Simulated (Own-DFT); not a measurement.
# Point defects and the pressure they add: C11b WSi2

Everything here is calculated. The program is Own-DFT (plane waves, in-house, since retired, never reviewed by a person); positions were held fixed, and spin and spin-orbit coupling were off.

Settings: PBE; PseudoDojo norm-conserving scalar-relativistic files; cutoff 50 hartree; 5 x 5 x 5 k mesh centred on Gamma; cold (Marzari-Vanderbilt) smearing of 0.2 eV.

Keep in mind: forces on such cells failed a check on a denser k mesh; stress not checked against mesh or cutoff.

All runs share one cell, with vectors in Å (-2.148, -5.953, 3.409); (-6.444, 2.976, 1.136); (-2.553, -2.948, -6.757) and a volume of 403.2 Å³. The atoms are randomly displaced, by u rms on each axis. The defect's site can differ from row to row.

```
cell,formula,u (Å),P (GPa)
no defect,Si20W10,0.0207,4.49
no defect,Si20W10,0.0210,4.24
no defect,Si20W10,0.0484,5.80
one Si vacancy,Si19W10,0.0286,3.44
one Si vacancy,Si19W10,0.0321,?
one Si vacancy,Si19W10,0.0475,3.81
one Si vacancy,Si19W10,0.0511,4.25
one Si on a W site,Si21W9,0.0316,6.20
one Si on a W site,Si21W9,0.0324,6.10
one Si on a W site,Si21W9,0.0519,7.42
one W on a Si site,Si19W11,0.0257,9.54
one W on a Si site,Si19W11,0.0520,11.15
one W on a Si site,Si19W11,0.0523,11.62
```

## Working it out

P = P0 + c u² + a shift for each defect gives P0 = 4.06 GPa, c = 727 ± 87 GPa/Å² and a scatter of 0.26 GPa. The shifts, and each times the cell's volume:

- one W on a Si site: 5.23 ± 0.23 GPa, 13.2 eV
- one Si on a W site: 1.36 ± 0.22 GPa, 3.4 eV
- one Si vacancy: -1.61 ± 0.22 GPa, -4.0 eV

A positive shift means that the defect pushes the cell outwards. Shift times volume (160.2 GPa Å³ is 1 eV) depends little on the cell's size, so, taken for each site, it can be compared between cells at like pressure. The atoms around the defects weren't relaxed, which would change these numbers.

## The run left out

Asked: what pressure belongs in the blank (one Si vacancy, u = 0.0321 Å)?

The fitted form gives 3.20 ± 0.31 GPa. The calculation gave 3.70 GPa.
